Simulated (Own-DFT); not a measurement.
# One host, several defects: zincblende GaAs

Source: density functional calculations with Own-DFT, an unreviewed in-house program that is no longer used. Nothing was measured or relaxed, and spin and spin-orbit coupling are left out.

Common settings: PBE; PseudoDojo norm-conserving scalar-relativistic files; cutoff 42 hartree; 3 x 3 x 3 k mesh centred on Gamma; Fermi-Dirac smearing of 0.1 eV.

Known weak points (not all hold for every row): not probed for a lower state with spin; forces not confirmed at this smearing and k mesh; stress not checked against mesh or cutoff.

All runs share one cell, with vectors in Å (11.737, 0.000, 0.000); (0.000, 11.737, 0.000); (0.000, 0.000, 10.833) and a volume of 1492.4 Å³, strained against the parent crystal. Atoms were moved at random from their sites; u is the rms move along one axis. The defect's site can differ from row to row.

| cell | formula | u (Å) | P (GPa) |
|---|---|---|---|
| no defect | As32Ga32 | 0.0307 | 1.26 |
| no defect | As32Ga32 | 0.0441 | 1.52 |
| no defect | As32Ga32 | 0.0443 | 1.46 |
| one As vacancy and one Ga vacancy | As31Ga31 | 0.0293 | 0.90 |
| one As vacancy and one Ga vacancy | As31Ga31 | 0.0298 | ? |
| one As vacancy and one Ga vacancy | As31Ga31 | 0.0473 | 1.04 |
| one As vacancy and one Ga vacancy | As31Ga31 | 0.0500 | 1.24 |
| one Al on a Ga site | AlAs32Ga31 | 0.0299 | 1.24 |
| one Al on a Ga site | AlAs32Ga31 | 0.0304 | 1.22 |
| one Al on a Ga site | AlAs32Ga31 | 0.0423 | 1.41 |

## Fit

P = P0 + c u² + a shift for each defect gives P0 = 1.10 GPa, c = 194 ± 36 GPa/Å² and a scatter of 0.06 GPa. The shifts, and each times the cell's volume:

- one Al on a Ga site: -0.04 ± 0.05 GPa, -0.4 eV (not resolved)
- one As vacancy and one Ga vacancy: -0.41 ± 0.05 GPa, -3.8 eV

A positive shift means that the defect pushes the cell outwards. Shift times volume (160.2 GPa Å³ is 1 eV) depends little on the cell's size, so, taken for each site, it can be compared between cells at like pressure. The atoms around the defects weren't relaxed, which would change these numbers.

## Test on the hidden row

Q: what pressure belongs in the blank (one As vacancy and one Ga vacancy, u = 0.0298 Å)?

The fit gives 0.87 ± 0.08 GPa. The run itself gave 0.92 GPa.
